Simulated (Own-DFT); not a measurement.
# Point defects and the pressure they add: zincblende GaAs

Calculated, not measured: single-point runs of Own-DFT, a retired in-house plane-wave DFT program that no person has reviewed, on unrelaxed cells, without spin or spin-orbit coupling.

Method: PBE; PseudoDojo norm-conserving scalar-relativistic files; cutoff 42 hartree; 3 x 3 x 3 k mesh centred on Gamma; Fermi-Dirac smearing of 0.1 eV.

Known weak points (not all hold for every row): not probed for a lower state with spin; forces on such cells failed a check on a denser k mesh; forces not confirmed at this smearing and k mesh; forces on such cells passed a denser k mesh, each cell not checked; stress not checked against mesh or cutoff.

All runs share one cell, with vectors in Å (11.307, 0.000, 0.000); (0.000, 11.307, 0.000); (0.000, 0.000, 11.307) and a volume of 1445.4 Å³. The atoms are randomly displaced, by u rms on each axis. The defect's site can differ from row to row.

| cell | formula | u (Å) | P (GPa) |
|---|---|---|---|
| no defect | As32Ga32 | 0.0197 | 3.53 |
| no defect | As32Ga32 | 0.0464 | 3.90 |
| no defect | As32Ga32 | 0.0497 | 3.93 |
| one P on an As site | As31Ga32P | 0.0306 | 3.37 |
| one P on an As site | As31Ga32P | 0.0312 | 3.41 |
| one P on an As site | As31Ga32P | 0.0324 | 3.40 |
| two As on a Ga site each | As34Ga30 | 0.0284 | 4.74 |
| two As on a Ga site each | As34Ga30 | 0.0293 | ? |
| two As on a Ga site each | As34Ga30 | 0.0294 | 4.77 |
| two As on a Ga site each | As34Ga30 | 0.0317 | 4.82 |
| two Ga vacancies | As32Ga30 | 0.0296 | 2.96 |
| two Ga vacancies | As32Ga30 | 0.0307 | 2.96 |
| two Ga vacancies | As32Ga30 | 0.0313 | 2.96 |
| one In on a Ga site | As32Ga31In | 0.0293 | 4.28 |
| one In on a Ga site | As32Ga31In | 0.0499 | 4.76 |
| one In on a Ga site | As32Ga31In | 0.0513 | 4.62 |

## Analysis

P = P0 + c u² + a shift for each defect gives P0 = 3.43 GPa, c = 217 ± 22 GPa/Å² and a scatter of 0.05 GPa. The shifts, and each times the cell's volume:

- two As on a Ga site each: 1.16 ± 0.04 GPa, 10.5 eV (5.2 eV for each of its 2 sites)
- one In on a Ga site: 0.70 ± 0.04 GPa, 6.3 eV
- one P on an As site: -0.24 ± 0.04 GPa, -2.2 eV
- two Ga vacancies: -0.67 ± 0.04 GPa, -6.0 eV (-3.0 eV for each of its 2 sites)

Against the defect-free cell, a freed cell would be larger where the shift is positive and smaller where it is negative (160.2 GPa Å³ is 1 eV). The atoms around the defects weren't relaxed, which would change these numbers.

## Test on the hidden row

The question: what pressure belongs in the blank (two As on a Ga site each, u = 0.0293 Å)?

Estimate: 4.77 ± 0.05 GPa. The run itself gave 4.77 GPa.
